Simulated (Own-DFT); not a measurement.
# Computed records: AlGa₃N₄ (wurtzite random alloy, strained, atoms displaced)

All values are calculated (Own-DFT development build). A calculation, not a measurement: plane-wave PBE density functional theory by an unreviewed code, no spin, of a simulated periodic cell, stress positive in tension, free energy of the whole cell less one offset for each atom, forces on such cells passed a denser k mesh, this cell's mesh not checked; offsets are fitted by least squares, one for each functional and potential file, so energies compare only between cells with the same atoms and settings and are not formation energies; the far tail of each file's local potential was reset to the Coulomb form; each entry is a single point on an unrelaxed cell, so the pressure reflects the starting lattice, mostly measured values, from which strain is counted, and rises with the displacements; printed positions are rounded, which can move forces by about a meV/angstrom; the program is a retired in-house code; no spin-orbit coupling.

Settings shared by all entries: functional PBE; potential files PseudoDojo norm-conserving, scalar-relativistic, standard set with the stringent files for Ga; wave cutoff 96 hartree; occupations Gaussian; smearing width 0.01 eV; k mesh 4 x 4 x 3 centred on Gamma.

(1) 
```cif
# cell vector a (Å): 9.2240 0.0000 0.0000
# cell vector b (Å): -4.6120 7.9882 0.0000
# cell vector c (Å): 0.0000 0.0000 10.2685
data_AlGa3N4
_symmetry_space_group_name_H-M 'P 1'
_symmetry_Int_Tables_number 1
_cell_length_a 9.2240
_cell_length_b 9.2240
_cell_length_c 10.2685
_cell_angle_alpha 90.000
_cell_angle_beta 90.000
_cell_angle_gamma 120.000
_cell_volume 756.62
loop_
_atom_site_label
_atom_site_type_symbol
_atom_site_fract_x
_atom_site_fract_y
_atom_site_fract_z
_atom_site_occupancy
Ga1 Ga 0.11211 0.22883 0.00436 1
Ga2 Ga 0.23042 0.11821 0.25412 1
N1 N 0.10848 0.21523 0.20161 1
N2 N 0.22269 0.11166 0.44684 1
Al1 Al 0.11140 0.21960 0.50146 1
Ga3 Ga 0.22575 0.11527 0.74881 1
N3 N 0.12097 0.22070 0.68969 1
N4 N 0.23080 0.11761 0.92835 1
Ga4 Ga 0.11308 0.55887 0.99572 1
Ga5 Ga 0.22808 0.45527 0.24734 1
N5 N 0.10987 0.55438 0.18758 1
N6 N 0.22065 0.43964 0.43634 1
Al2 Al 0.10689 0.55419 0.49673 1
Ga6 Ga 0.22070 0.44617 0.75612 1
N7 N 0.12663 0.56235 0.69379 1
N8 N 0.22561 0.44359 0.94280 1
Ga7 Ga 0.11378 0.89215 0.99867 1
Ga8 Ga 0.23080 0.78014 0.25855 1
N9 N 0.12051 0.90108 0.18674 1
N10 N 0.23194 0.77973 0.43746 1
Ga9 Ga 0.10094 0.88519 0.50051 1
Ga10 Ga 0.21979 0.77513 0.75084 1
N11 N 0.12236 0.89467 0.68421 1
N12 N 0.22253 0.78531 0.93719 1
Ga11 Ga 0.43181 0.21703 0.99671 1
Al3 Al 0.55157 0.11638 0.24893 1
N13 N 0.44094 0.22916 0.19122 1
N14 N 0.54608 0.10412 0.44450 1
Ga12 Ga 0.44228 0.23057 0.50125 1
Al4 Al 0.55062 0.10991 0.74993 1
N15 N 0.43747 0.21568 0.69330 1
N16 N 0.54731 0.10894 0.92725 1
Ga13 Ga 0.45278 0.54901 0.99842 1
Al5 Al 0.56083 0.46298 0.25296 1
N17 N 0.44335 0.56250 0.18950 1
N18 N 0.55109 0.44764 0.43150 1
Ga14 Ga 0.44487 0.55990 0.49493 1
Ga15 Ga 0.55443 0.44173 0.75025 1
N19 N 0.44513 0.55216 0.69037 1
N20 N 0.56286 0.45060 0.93867 1
Ga16 Ga 0.44334 0.87649 0.99569 1
Ga17 Ga 0.55516 0.77017 0.24697 1
N21 N 0.44159 0.89307 0.18828 1
N22 N 0.55387 0.77171 0.44233 1
Al6 Al 0.45945 0.90213 0.49736 1
Ga18 Ga 0.54141 0.77066 0.75591 1
N23 N 0.43777 0.88099 0.68687 1
N24 N 0.53850 0.78162 0.93678 1
Ga19 Ga 0.78599 0.23806 0.99293 1
Al7 Al 0.88804 0.10080 0.25201 1
N25 N 0.77938 0.22131 0.19555 1
N26 N 0.88347 0.10941 0.43215 1
Al8 Al 0.78860 0.22777 0.50363 1
Ga20 Ga 0.87796 0.10522 0.74519 1
N27 N 0.77768 0.21791 0.68459 1
N28 N 0.90102 0.12075 0.93643 1
Ga21 Ga 0.77354 0.55374 0.00056 1
Ga22 Ga 0.89133 0.44924 0.25550 1
N29 N 0.77932 0.55349 0.18875 1
N30 N 0.88772 0.45348 0.44617 1
Ga23 Ga 0.77283 0.55732 0.50747 1
Ga24 Ga 0.88516 0.45117 0.74891 1
N31 N 0.77198 0.55463 0.69444 1
N32 N 0.89751 0.45228 0.93804 1
Ga25 Ga 0.76760 0.88413 0.00030 1
Al9 Al 0.88186 0.77696 0.25421 1
N33 N 0.76978 0.88112 0.18871 1
N34 N 0.88204 0.78219 0.43566 1
Ga26 Ga 0.78153 0.89257 0.50230 1
Ga27 Ga 0.89204 0.76812 0.75449 1
N35 N 0.78158 0.89069 0.69612 1
N36 N 0.89054 0.77886 0.92914 1
_calc_free_energy_of_cell_above_offsets '-3.754'  # eV
_calc_pressure 21.73  # GPa
_calc_stress_xx -26.92  # GPa
_calc_stress_yy -25.29  # GPa
_calc_stress_zz -12.96  # GPa
_calc_stress_yz -0.27  # GPa
_calc_stress_xz 0.02  # GPa
_calc_stress_xy 1.2  # GPa
```

Force:
| element | x (eV/Å) | y (eV/Å) | z (eV/Å) |
| --- | --- | --- | --- |
| Ga | 1.308 | -1.523 | 1.13 |
| Ga | -0.729 | -1.014 | 1.33 |
| N | -1.186 | 1.264 | -1.833 |
| N | -1.132 | -0.153 | -1.064 |
| Al | -0.399 | 0.354 | 0.124 |
| Ga | -0.574 | -1.628 | 0.331 |
| N | -3.312 | 0.998 | -1.852 |
| N | -3.031 | -1.196 | 1.279 |
| Ga | 0.874 | 0.95 | 1.399 |
| Ga | -0.891 | -2.476 | 1.07 |
| N | -0.371 | 0.881 | -0.532 |
| N | -1.469 | 0.031 | 0.591 |
| Al | 1.844 | 1.051 | 0.961 |
| Ga | 1.503 | -1.606 | -0.288 |
| N | -3.056 | -1.767 | -2.555 |
| N | 0.136 | 1.22 | -0.23 |
| Ga | -0.777 | 0.771 | 0.864 |
| Ga | -1.728 | -0.063 | -1.413 |
| N | -1.417 | -2.334 | 0.662 |
| N | -0.605 | -0.68 | 1.797 |
| Ga | 2.099 | 0.327 | -0.123 |
| Ga | 0.081 | 1.576 | 0.297 |
| N | -1.597 | -1.451 | 0.292 |
| N | 0.384 | -1.244 | -0.345 |
| Ga | 2.933 | 1.068 | 1.685 |
| Al | 0.77 | -0.151 | 0.446 |
| N | 2.283 | 1.936 | -0.658 |
| N | 1.436 | 3.826 | -1.853 |
| Ga | 1.043 | -1.061 | 0.756 |
| Al | 0.529 | -0.903 | -1.078 |
| N | 2.732 | 1.679 | -1.471 |
| N | 1.303 | 0.602 | 1.236 |
| Ga | -2.652 | 1.52 | 0.885 |
| Al | 0.6 | -2.372 | -0.885 |
| N | 1.837 | -2.115 | -1.631 |
| N | 1.171 | 0.267 | 0.21 |
| Ga | -0.934 | -1.493 | 2.183 |
| Ga | -1.105 | -0.798 | 0.573 |
| N | -0.246 | -0.005 | -0.661 |
| N | 0.144 | -1.863 | -0.975 |
| Ga | -6.048 | 4.924 | 3.516 |
| Ga | -2.193 | 3.06 | 2.008 |
| N | 1.768 | 0.777 | -0.474 |
| N | -0.46 | 2.869 | -1.256 |
| Al | -0.889 | -3.751 | 1.598 |
| Ga | 1.55 | 0.697 | -1.566 |
| N | 0.623 | 2.399 | -1.1 |
| N | 7.286 | -3.948 | -1.181 |
| Ga | -0.502 | -3.219 | 1.621 |
| Al | -1.179 | 1.172 | -0.542 |
| N | -0.272 | -0.597 | -0.667 |
| N | 0.812 | 1.215 | 1.01 |
| Al | -1.768 | -0.708 | -1.072 |
| Ga | 2.607 | 1.443 | 1.659 |
| N | -2.104 | 1.3 | -0.256 |
| N | -2.009 | -1.562 | -0.034 |
| Ga | 1.824 | 1.274 | 0.85 |
| Ga | 0.381 | -1.114 | 0.032 |
| N | -1.609 | 1.474 | 0.375 |
| N | 0.953 | -1.224 | -0.034 |
| Ga | -0.677 | 0.322 | -0.614 |
| Ga | 2.637 | -1.332 | 0.179 |
| N | 0.336 | -0.244 | -1.806 |
| N | -1.457 | 0.61 | -1.258 |
| Ga | 0.818 | 1.243 | -0.793 |
| Al | 2.027 | 0.45 | -1.255 |
| N | 1.719 | 0.988 | -0.441 |
| N | 1.159 | -1.406 | -0.717 |
| Ga | -1.632 | -0.002 | 1.475 |
| Ga | -0.44 | 3.037 | -1.607 |
| N | -0.341 | -2.471 | -1.271 |
| N | -0.716 | -0.102 | 2.968 |

(2) 
```cif
# cell vector a (Å): 9.2240 0.0000 0.0000
# cell vector b (Å): -4.6120 7.9882 0.0000
# cell vector c (Å): 0.0000 0.0000 10.2685
data_AlGa3N4
_symmetry_space_group_name_H-M 'P 1'
_symmetry_Int_Tables_number 1
_cell_length_a 9.2240
_cell_length_b 9.2240
_cell_length_c 10.2685
_cell_angle_alpha 90.000
_cell_angle_beta 90.000
_cell_angle_gamma 120.000
_cell_volume 756.62
loop_
_atom_site_label
_atom_site_type_symbol
_atom_site_fract_x
_atom_site_fract_y
_atom_site_fract_z
_atom_site_occupancy
Ga1 Ga 0.11155 0.23113 0.99544 1
Ga2 Ga 0.22681 0.11802 0.23765 1
N1 N 0.10468 0.22141 0.19188 1
N2 N 0.22912 0.10529 0.43739 1
Ga3 Ga 0.09357 0.21422 0.50249 1
Ga4 Ga 0.22229 0.10806 0.75164 1
N3 N 0.11913 0.21966 0.68256 1
N4 N 0.22005 0.11444 0.94195 1
Ga5 Ga 0.10224 0.54995 0.00963 1
Ga6 Ga 0.22031 0.43437 0.24804 1
N5 N 0.10470 0.55712 0.18625 1
N6 N 0.21642 0.44078 0.43781 1
Ga7 Ga 0.10931 0.56416 0.51342 1
Ga8 Ga 0.22276 0.43890 0.75146 1
N7 N 0.11757 0.55120 0.68563 1
N8 N 0.21596 0.44834 0.93885 1
Ga9 Ga 0.11549 0.88271 0.00481 1
Al1 Al 0.23188 0.78570 0.25703 1
N9 N 0.10306 0.89500 0.18933 1
N10 N 0.22673 0.77771 0.44558 1
Ga10 Ga 0.11374 0.88667 0.50017 1
Ga11 Ga 0.22228 0.78193 0.75318 1
N11 N 0.10682 0.88849 0.69175 1
N12 N 0.22401 0.76319 0.94059 1
Al2 Al 0.44848 0.22307 0.00098 1
Ga12 Ga 0.55868 0.11722 0.25167 1
N13 N 0.45022 0.23120 0.18830 1
N14 N 0.55005 0.11428 0.44470 1
Ga13 Ga 0.44861 0.22617 0.49589 1
Ga14 Ga 0.55033 0.10902 0.74919 1
N15 N 0.44891 0.22541 0.69069 1
N16 N 0.56324 0.11647 0.93704 1
Ga15 Ga 0.45131 0.54775 0.00115 1
Ga16 Ga 0.54929 0.44454 0.25289 1
N17 N 0.45124 0.55170 0.18951 1
N18 N 0.57450 0.45298 0.43953 1
Ga17 Ga 0.44117 0.54974 0.49769 1
Al3 Al 0.55576 0.44279 0.74681 1
N19 N 0.44379 0.55601 0.68521 1
N20 N 0.55497 0.44944 0.94422 1
Al4 Al 0.43878 0.89353 0.99543 1
Al5 Al 0.55898 0.77624 0.24416 1
N21 N 0.43553 0.88279 0.19183 1
N22 N 0.55674 0.79037 0.44027 1
Ga18 Ga 0.44832 0.88902 0.49753 1
Ga19 Ga 0.54512 0.76995 0.75908 1
N23 N 0.44295 0.88889 0.67902 1
N24 N 0.56080 0.78384 0.94209 1
Al6 Al 0.78860 0.23251 0.00107 1
Al7 Al 0.88200 0.11004 0.23730 1
N25 N 0.78269 0.22516 0.19161 1
N26 N 0.89106 0.11432 0.43159 1
Ga20 Ga 0.77940 0.22715 0.49580 1
Ga21 Ga 0.89024 0.10409 0.76062 1
N27 N 0.76982 0.21871 0.68512 1
N28 N 0.89812 0.11531 0.94080 1
Al8 Al 0.77419 0.55373 0.00358 1
Ga22 Ga 0.88762 0.43478 0.24970 1
N29 N 0.78053 0.55831 0.19038 1
N30 N 0.88407 0.43469 0.43876 1
Ga23 Ga 0.77526 0.55145 0.50005 1
Ga24 Ga 0.88549 0.44663 0.74801 1
N31 N 0.77798 0.55292 0.68760 1
N32 N 0.89587 0.44179 0.93267 1
Ga25 Ga 0.77748 0.89125 0.00031 1
Al9 Al 0.89100 0.77927 0.25293 1
N33 N 0.78170 0.88678 0.18452 1
N34 N 0.88061 0.76252 0.43388 1
Ga26 Ga 0.78299 0.88976 0.49831 1
Ga27 Ga 0.88918 0.78204 0.74941 1
N35 N 0.77857 0.88144 0.68771 1
N36 N 0.88966 0.78242 0.94524 1
_calc_free_energy_of_cell_above_offsets '-4.418'  # eV
_calc_pressure 21.39  # GPa
_calc_stress_xx -25.8  # GPa
_calc_stress_yy -25.42  # GPa
_calc_stress_zz -12.93  # GPa
_calc_stress_yz -0.32  # GPa
_calc_stress_xz -0.84  # GPa
_calc_stress_xy -0.19  # GPa
```

Force:
| element | x (eV/Å) | y (eV/Å) | z (eV/Å) |
| --- | --- | --- | --- |
| Ga | 1.61 | -0.409 | 1.784 |
| Ga | -0.465 | -0.728 | 2.259 |
| N | -0.432 | -0.948 | -1.787 |
| N | -1.946 | 0.986 | -0.926 |
| Ga | 3.254 | 1.163 | -0.668 |
| Ga | 0.554 | 0.653 | 0.396 |
| N | -1.623 | -0.315 | 1.324 |
| N | 2.052 | -0.141 | 0.04 |
| Ga | 0.893 | 0.462 | -0.788 |
| Ga | -0.962 | 2.495 | 1.224 |
| N | 1.603 | 1.203 | 2.063 |
| N | 0.148 | 0.315 | -0.162 |
| Ga | 0.706 | -1.774 | -3.071 |
| Ga | -0.106 | 0.126 | 0.083 |
| N | -1.474 | 0.64 | 2.509 |
| N | 1.987 | 0.589 | -0.324 |
| Ga | -0.866 | 0.451 | -0.278 |
| Al | -2.635 | -1.666 | 0.27 |
| N | 2.433 | -1.409 | 0.541 |
| N | -0.711 | -0.162 | -2.367 |
| Ga | -0.976 | 0.114 | 0.153 |
| Ga | 0.608 | -1.116 | -0.333 |
| N | 0.996 | -0.253 | -0.857 |
| N | -0.656 | 2.297 | -0.589 |
| Al | -0.535 | 0.168 | -0.293 |
| Ga | -0.27 | -1.116 | 0.787 |
| N | 0.513 | -1.165 | -1.854 |
| N | 2.082 | -0.597 | -2.121 |
| Ga | -1.465 | 0.605 | 1.564 |
| Ga | 0.987 | -0.205 | -0.117 |
| N | -1.043 | 0.583 | -0.362 |
| N | -0.382 | -0.244 | 1.432 |
| Ga | -4.268 | 2.366 | 0.991 |
| Ga | 3.162 | 0.532 | 1.142 |
| N | -2.834 | 1.899 | -0.585 |
| N | -4.604 | -2.134 | -1.342 |
| Ga | -0.189 | 1.029 | -0.071 |
| Al | -0.243 | 0.656 | 0.61 |
| N | 1.31 | -0.957 | 0.676 |
| N | 3.746 | -2.639 | -2.753 |
| Al | 1.726 | -0.387 | 1.298 |
| Al | -0.56 | 0.342 | 1.084 |
| N | 1.902 | 1.086 | -1.664 |
| N | 2.781 | -2.647 | -2.693 |
| Ga | -1.276 | 1.269 | 0.802 |
| Ga | 0.554 | 1.199 | -1.447 |
| N | 0.054 | -0.356 | 2.292 |
| N | -2.066 | -0.603 | 0.309 |
| Al | -0.493 | -1.483 | -0.277 |
| Al | 1.692 | -1.029 | 2.201 |
| N | -0.628 | -1.982 | -2.768 |
| N | -1.681 | -1.659 | -1.847 |
| Ga | 0.061 | -2.695 | 1.669 |
| Ga | -0.856 | 0.78 | -2.433 |
| N | 1.828 | 0.059 | 0.476 |
| N | -2.75 | -0.17 | 0.512 |
| Al | 1.031 | 0.786 | 0.083 |
| Ga | -0.922 | 3.018 | 1.612 |
| N | -0.023 | -0.102 | -0.98 |
| N | 0.513 | 3.111 | -0.779 |
| Ga | 2.994 | 0.666 | 1.488 |
| Ga | 1.767 | -1.11 | 0.032 |
| N | -1.555 | 0.592 | 0.252 |
| N | -2.915 | 0.16 | 0.945 |
| Ga | 0.809 | 0.217 | 0.444 |
| Al | -0.285 | -0.734 | -0.392 |
| N | -1.134 | 0.296 | 1.369 |
| N | 0.675 | 2.632 | -0.339 |
| Ga | -0.545 | -0.117 | 0.177 |
| Ga | 0.536 | -1.726 | 1.688 |
| N | -2.096 | 1.131 | -0.18 |
| N | 0.904 | -1.895 | -1.137 |

(3) 
```cif
# cell vector a (Å): 9.2240 0.0000 0.0000
# cell vector b (Å): -4.6120 7.9882 0.0000
# cell vector c (Å): 0.0000 0.0000 10.2685
data_AlGa3N4
_symmetry_space_group_name_H-M 'P 1'
_symmetry_Int_Tables_number 1
_cell_length_a 9.2240
_cell_length_b 9.2240
_cell_length_c 10.2685
_cell_angle_alpha 90.000
_cell_angle_beta 90.000
_cell_angle_gamma 120.000
_cell_volume 756.62
loop_
_atom_site_label
_atom_site_type_symbol
_atom_site_fract_x
_atom_site_fract_y
_atom_site_fract_z
_atom_site_occupancy
Ga1 Ga 0.11805 0.22908 0.00392 1
Ga2 Ga 0.22277 0.10796 0.24553 1
N1 N 0.11224 0.21293 0.18977 1
N2 N 0.21580 0.10306 0.43580 1
Al1 Al 0.11216 0.22989 0.50196 1
Al2 Al 0.22420 0.11204 0.74475 1
N3 N 0.11128 0.21752 0.69298 1
N4 N 0.22788 0.11702 0.94497 1
Ga3 Ga 0.10158 0.55236 0.01054 1
Ga4 Ga 0.23436 0.44780 0.24842 1
N5 N 0.12036 0.56864 0.18398 1
N6 N 0.21879 0.44411 0.43978 1
Al3 Al 0.12191 0.55921 0.49943 1
Ga5 Ga 0.21673 0.44010 0.73603 1
N7 N 0.10819 0.55138 0.68480 1
N8 N 0.22881 0.45173 0.92886 1
Ga6 Ga 0.11180 0.89287 0.00641 1
Al4 Al 0.23125 0.78602 0.26221 1
N9 N 0.10728 0.89392 0.18846 1
N10 N 0.22534 0.78048 0.44268 1
Ga7 Ga 0.10202 0.88927 0.49182 1
Ga8 Ga 0.21444 0.77462 0.75524 1
N11 N 0.11270 0.89920 0.69059 1
N12 N 0.22469 0.77317 0.93967 1
Ga9 Ga 0.44461 0.21974 0.99624 1
Ga10 Ga 0.54166 0.10965 0.24500 1
N13 N 0.45565 0.23035 0.19959 1
N14 N 0.55150 0.11159 0.43336 1
Al5 Al 0.44853 0.23833 0.49697 1
Al6 Al 0.55754 0.10463 0.74384 1
N15 N 0.44504 0.23619 0.68119 1
N16 N 0.56667 0.10653 0.94161 1
Ga11 Ga 0.43636 0.53966 0.00880 1
Ga12 Ga 0.56172 0.45911 0.25402 1
N17 N 0.43623 0.55556 0.17731 1
N18 N 0.55164 0.44160 0.43596 1
Al7 Al 0.44333 0.55528 0.50244 1
Ga13 Ga 0.55642 0.44287 0.74389 1
N19 N 0.43956 0.55026 0.68859 1
N20 N 0.55289 0.43054 0.93934 1
Al8 Al 0.44306 0.88169 0.99885 1
Ga14 Ga 0.56835 0.78797 0.24937 1
N21 N 0.44318 0.88820 0.19440 1
N22 N 0.56153 0.78790 0.44281 1
Ga15 Ga 0.44247 0.88563 0.50880 1
Ga16 Ga 0.54193 0.77503 0.75326 1
N23 N 0.43556 0.88887 0.68690 1
N24 N 0.55844 0.77455 0.94290 1
Ga17 Ga 0.77589 0.21477 0.01038 1
Ga18 Ga 0.90237 0.11054 0.25135 1
N25 N 0.77630 0.22865 0.19694 1
N26 N 0.89624 0.12149 0.44195 1
Ga19 Ga 0.78181 0.22213 0.50215 1
Ga20 Ga 0.89718 0.12132 0.75286 1
N27 N 0.76630 0.21489 0.68436 1
N28 N 0.89257 0.11860 0.93304 1
Ga21 Ga 0.78029 0.55716 0.00408 1
Ga22 Ga 0.87959 0.44064 0.25616 1
N29 N 0.78801 0.56138 0.18739 1
N30 N 0.90048 0.44593 0.44261 1
Ga23 Ga 0.77330 0.55447 0.50798 1
Ga24 Ga 0.88710 0.44388 0.75342 1
N31 N 0.78769 0.55795 0.68854 1
N32 N 0.90187 0.44928 0.94562 1
Ga25 Ga 0.78003 0.89136 0.00252 1
Ga26 Ga 0.90264 0.78536 0.25378 1
N33 N 0.76048 0.87308 0.19492 1
N34 N 0.89126 0.77285 0.43147 1
Ga27 Ga 0.77029 0.89049 0.50631 1
Al9 Al 0.88655 0.77245 0.75137 1
N35 N 0.77000 0.87696 0.69600 1
N36 N 0.89082 0.77988 0.93392 1
_calc_free_energy_of_cell_above_offsets '-3.179'  # eV
_calc_pressure 21.85  # GPa
_calc_stress_xx -26.4  # GPa
_calc_stress_yy -24.48  # GPa
_calc_stress_zz -14.68  # GPa
_calc_stress_yz 0.24  # GPa
_calc_stress_xz 0.01  # GPa
_calc_stress_xy -2.94  # GPa
```

Force:
| element | x (eV/Å) | y (eV/Å) | z (eV/Å) |
| --- | --- | --- | --- |
| Ga | -0.779 | 0.421 | -1.19 |
| Ga | 1.573 | 1.372 | 1.722 |
| N | -0.239 | 2.41 | -0.946 |
| N | -0.192 | 3.594 | 0.32 |
| Al | 1.084 | -1.748 | 0.18 |
| Al | 0.441 | 0.665 | 1.38 |
| N | 0.622 | -0.153 | -2.48 |
| N | -0.63 | -1.216 | -2.309 |
| Ga | 3.714 | 1.396 | -1.266 |
| Ga | -3.359 | -0.906 | 0.946 |
| N | -0.064 | -0.439 | 3.691 |
| N | 1.869 | 0.514 | -0.032 |
| Al | -2.032 | 0.35 | 0.327 |
| Ga | 0.368 | 0.458 | 2.764 |
| N | -0.548 | 0.748 | -1.134 |
| N | -1.057 | -0.902 | 0.566 |
| Ga | 0.724 | -0.678 | -1.479 |
| Al | -0.664 | -1.06 | -1.397 |
| N | 3.319 | -0.867 | -0.107 |
| N | -0.498 | -1.143 | -0.753 |
| Ga | 1.886 | -0.222 | 2.67 |
| Ga | -0.451 | 0.037 | -0.188 |
| N | -0.617 | -1.662 | -0.435 |
| N | -0.433 | 1.245 | 0.324 |
| Ga | 1.829 | -1.202 | 1.744 |
| Ga | 3.777 | -0.888 | 2.154 |
| N | -3.598 | 1.623 | -2.677 |
| N | -0.366 | 0.651 | 1.633 |
| Al | 0.444 | -4.448 | 0.049 |
| Al | -1.918 | 0.817 | 1.431 |
| N | 0.978 | -3.761 | -0.405 |
| N | -2.289 | -1.321 | -1.856 |
| Ga | 0.677 | 1.302 | -4.543 |
| Ga | 0.534 | -0.461 | -1.195 |
| N | 2.534 | 1.261 | 3.955 |
| N | -0.907 | 2.573 | 0.659 |
| Al | 0.04 | 0.792 | -0.108 |
| Ga | 0.136 | 1.798 | 2.364 |
| N | 0.489 | 1.097 | -1.858 |
| N | 0.313 | 2.84 | -1.08 |
| Al | 0.203 | 0.163 | 0.916 |
| Ga | -6.327 | -3.11 | 2.637 |
| N | -0.487 | -0.556 | -1.959 |
| N | -0.833 | -3.241 | -0.991 |
| Ga | -0.496 | 1.875 | -1.69 |
| Ga | 1.324 | -0.252 | 0.919 |
| N | 0.281 | 0.268 | 1.402 |
| N | -1.096 | -0.338 | -0.151 |
| Ga | 0.607 | 1.783 | 0.136 |
| Ga | -3.377 | -0.606 | 1.047 |
| N | 1.422 | -2.464 | -0.97 |
| N | 1.346 | -1.549 | -0.435 |
| Ga | -1.964 | 0.181 | -0.959 |
| Ga | -1.349 | -2.121 | -0.472 |
| N | 1.162 | 0.818 | 0.969 |
| N | 0.86 | -0.649 | 1.874 |
| Ga | -0.107 | -0.387 | -0.742 |
| Ga | 2.038 | 1.54 | 0.679 |
| N | -1.575 | 0.364 | 0.42 |
| N | -0.984 | 0.929 | 0.137 |
| Ga | 1.611 | -0.076 | -1.535 |
| Ga | 1.068 | -1.052 | 0.863 |
| N | -1.516 | 0.53 | 0.482 |
| N | -3.639 | -2.346 | -2.139 |
| Ga | 0.01 | -0.013 | -0.383 |
| Ga | -2.476 | -1.772 | -0.491 |
| N | 6.904 | 4.422 | -2.883 |
| N | -2.478 | -0.452 | 1.568 |
| Ga | 2.588 | 0.915 | 0.627 |
| Al | 0.171 | 1.502 | 0.178 |
| N | 0.25 | 0.999 | -0.633 |
| N | 0.15 | -0.195 | 0.131 |
